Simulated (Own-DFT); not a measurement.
Simulation results for Si4SnGe11 (diamond-structure random alloy, atoms displaced)

A calculation, not a measurement: plane-wave density functional theory by an unreviewed code, no spin, of a simulated periodic cell, stress positive in tension, run twice, with PBE and with PBEsol, both on files made for PBE, so the change isn't that of files made for PBEsol, forces on such cells moved up to 12 meV/angstrom on a denser k mesh; the far tail of each file's local potential was reset to the Coulomb form; each entry is a single point on an unrelaxed cell, so the pressure reflects the starting lattice, mostly measured values (interpolated for alloys), from which strain is counted, and rises with the displacements; printed positions are rounded, which can move forces by about a meV/angstrom; the program, named Own-DFT, is a retired in-house code; no spin-orbit coupling; stress was not checked against mesh or cutoff. Program: Own-DFT development build.

```xyz
64
Lattice="11.3064 0.0000 0.0000 0.0000 11.3064 0.0000 0.0000 0.0000 11.3064" Properties=species:S:1:pos:R:3:PBE_force_x:R:1:PBE_force_y:R:1:PBE_force_z:R:1:PBEsol_force_x:R:1:PBEsol_force_y:R:1:PBEsol_force_z:R:1 formula=Si4SnGe11 functional=PBE,then_PBEsol potential_files=PseudoDojo_norm-conserving,scalar-relativistic,standard_set wave_cutoff=49 occupations=Fermi-Dirac smearing_width=0.1 k_mesh=3_x_3_x_3_centred_on_Gamma PBE_pressure=5.46 PBE_stress_xx=-5.39 PBE_stress_yy=-5.44 PBE_stress_zz=-5.56 PBE_stress_yz=1.98 PBE_stress_xz=-0.52 PBE_stress_xy=-0.15 PBEsol_pressure=2.78 PBEsol_stress_xx=-2.7 PBEsol_stress_yy=-2.76 PBEsol_stress_zz=-2.87 PBEsol_stress_yz=1.9 PBEsol_stress_xz=-0.51 PBEsol_stress_xy=-0.14 rms_change_of_force_components_from_PBE_to_PBEsol=0.063
Ge     0.0723    11.2182     0.0612     -2.264      -1.42     -2.678     -2.194     -1.431     -2.656
Ge    11.2858     2.8920     2.8934       0.39     -0.415     -0.904      0.378      -0.41     -0.829
Ge     2.8510    11.2852     2.7492     -0.601      0.441      0.064     -0.607      0.395      0.088
Si     2.7430     2.7842     0.0050      0.233     -0.888       0.78      0.259     -0.838      0.733
Si     1.1622     1.2647     1.2887      3.189      3.198      2.845        3.1      3.101      2.809
Ge     1.6029     4.3401     4.1453     -3.076      -1.61      2.519     -2.943     -1.582       2.41
Si     4.3604     1.4220     4.2018     -1.623      0.261     -0.362     -1.586      0.251     -0.352
Ge     4.3309     4.1696     1.3464     -2.507      1.689     -1.952     -2.387      1.656     -1.842
Ge    11.1929    11.2274     5.7012      5.358      4.732     -4.419      5.157      4.552     -4.297
Ge     0.1096     2.8601     8.4592     -1.196      -0.09        0.1     -1.125     -0.056      0.147
Ge     2.7216     0.1441     8.3613      2.917     -2.186      2.682      2.898       -2.2      2.661
Ge     2.7692     2.7811     5.6449      0.855     -0.489      0.118      0.843     -0.412      0.108
Si     1.4242     1.3668     7.2036     -2.403      1.708     -3.403     -2.358      1.685     -3.329
Ge     1.5249     4.1633     9.8863      0.119      1.063     -0.232      0.073       1.06      -0.27
Ge     4.2814     1.5356     9.8796     -1.785     -1.309      1.181     -1.679     -1.273      1.102
Ge     4.3070     4.1714     7.1308     -0.248     -0.109     -0.795     -0.241     -0.094     -0.759
Ge     0.0170     5.5441    11.2646      0.138      1.409      0.192      0.152      1.356      0.135
Ge    11.1447     8.4044     2.9387      2.024      1.456     -1.952      2.011      1.459     -1.879
Ge     2.8549     5.5703     2.8322      1.461      1.775     -2.629      1.429      1.679     -2.502
Ge     2.7142     8.5354    11.2942      1.302     -1.812      0.289      1.252     -1.737      0.192
Si     1.5144     7.1222     1.4341     -1.707     -1.032      0.374     -1.662      -1.01      0.368
Ge     1.4665     9.8103     4.3082     -1.569      1.577     -1.513     -1.522      1.528     -1.457
Sn     4.2630     7.1542     4.2815      0.195     -3.368      -1.22      0.208     -3.274     -1.182
Si     4.0978     9.8278     1.2661      1.398      1.065       1.25      1.367      1.044      1.232
Si    11.2957     5.6437     5.7548      0.435      0.125     -0.934      0.496      0.137     -0.913
Ge    11.2739     8.5373     8.5866      0.145      0.155     -1.236      0.157       0.15     -1.201
Ge     2.9694     5.6681     8.4480     -1.162     -0.182      0.202     -1.119     -0.173      0.202
Sn     2.9424     8.5403     5.7825     -2.945     -0.028      0.408     -2.876      -0.02      0.403
Ge     1.4387     7.1327     7.1118     -1.464     -1.477      1.157     -1.371     -1.399      1.152
Ge     1.5417     9.8441     9.8732     -1.418      1.663         -1     -1.387      1.595     -0.957
Ge     4.2627     7.0808     9.8892     -0.595      0.878     -0.118     -0.571      0.837     -0.129
Ge     4.2480     9.8967     7.1152      0.718      2.884      1.778      0.708      2.794      1.711
Ge     5.6276     0.1032     0.1100     -1.817     -1.144      -0.83     -1.715     -1.071     -0.824
Ge     5.5423     2.9351     2.7084      2.635     -2.003      2.367      2.569     -1.903      2.249
Ge     8.4264     0.0364     2.6906      1.662     -1.309      1.584      1.557      -1.23      1.559
Ge     8.4778     2.7832    11.1964      1.378     -0.955      2.192      1.323     -0.969       2.17
Ge     7.0378     1.2973     1.4513     -0.368      3.034     -0.452     -0.364      2.919      -0.45
Ge     7.1048     4.3626     4.1714     -0.288     -1.207      0.629     -0.344     -1.168      0.627
Ge     9.8652     1.4194     4.2570     -0.251      0.224      -0.03      -0.21       0.19     -0.053
Si     9.9127     4.2550     1.4034     -0.631     -0.444      0.114     -0.572     -0.474      0.072
Ge     5.5043    11.2994     5.6711      0.787     -0.451     -1.194      0.798     -0.477     -1.109
Ge     5.6487     2.7369     8.5305      0.668       2.62      0.908      0.597      2.504      0.856
Ge     8.5903     0.0644     8.4752       1.08     -0.423     -0.195      1.012     -0.431     -0.226
Si     8.5068     2.8957     5.6591       0.04      0.482     -0.995     -0.009      0.427     -1.023
Sn     7.0307     1.4186     7.0516      0.937     -0.201     -0.801      0.865     -0.233     -0.728
Si     7.1824     4.1131    10.0093     -1.975      2.336     -2.307      -1.94      2.279     -2.256
Si     9.9333     1.4682     9.8409      0.862      -0.51      0.328      0.842       -0.5      0.317
Si     9.8628     4.2185     7.0577      0.629      0.299     -0.193       0.62      0.297     -0.102
Ge     5.6606     5.7472    11.2407      1.287     -1.394      0.549      1.215     -1.323      0.567
Ge     5.4998     8.5639     2.8777      2.504      1.768     -2.709      2.452      1.681     -2.587
Si     8.4968     5.6077     2.8105      1.405      0.691     -0.128      1.288      0.685     -0.114
Si     8.5395     8.5174    11.1767      0.803     -1.843      3.544      0.756      -1.85       3.43
Ge     7.0917     7.0037     1.5134     -0.075      1.401     -0.671     -0.137      1.357     -0.674
Ge     7.1030     9.9461     4.2547     -0.539     -0.333     -0.021     -0.539     -0.327     -0.023
Si     9.9712     7.0532     4.2408     -1.673     -2.119       1.34     -1.634     -2.006      1.312
Si     9.8640     9.8788     1.3441     -0.028     -0.591       0.36      0.016     -0.536      0.389
Ge     5.6497     5.6581     5.6783      0.855     -1.081      0.532      0.839     -1.039       0.52
Ge     5.6017     8.5946     8.4749      0.642     -1.534      0.172      0.606      -1.49      0.164
Ge     8.4343     5.7586     8.3057      1.079     -2.502      2.265      1.029     -2.341      2.194
Ge     8.4815     8.3867     5.6760       0.74      0.874     -0.503      0.677      0.873     -0.464
Ge     7.0585     7.0319     7.0870      -1.75      1.543     -0.875     -1.674      1.481     -0.856
Sn     7.1324     9.9041     9.9830     -1.231      1.715     -1.108     -1.252      1.723     -1.141
Ge     9.7570     7.1320     9.8262      1.235     -1.249      0.186      1.233     -1.232      0.114
Ge    10.0620    10.0688     6.8933     -4.919     -5.358      5.348     -4.767     -5.187      5.192
```

Units: wave_cutoff in hartree; smearing_width in eV; PBE_pressure, PBE_stress_xx, PBE_stress_yy, PBE_stress_zz, PBE_stress_yz, PBE_stress_xz, PBE_stress_xy, PBEsol_pressure, PBEsol_stress_xx, PBEsol_stress_yy, PBEsol_stress_zz, PBEsol_stress_yz, PBEsol_stress_xz, PBEsol_stress_xy in GPa; rms_change_of_force_components_from_PBE_to_PBEsol, PBE_force_x, PBE_force_y, PBE_force_z, PBEsol_force_x, PBEsol_force_y, PBEsol_force_z in eV/Å.
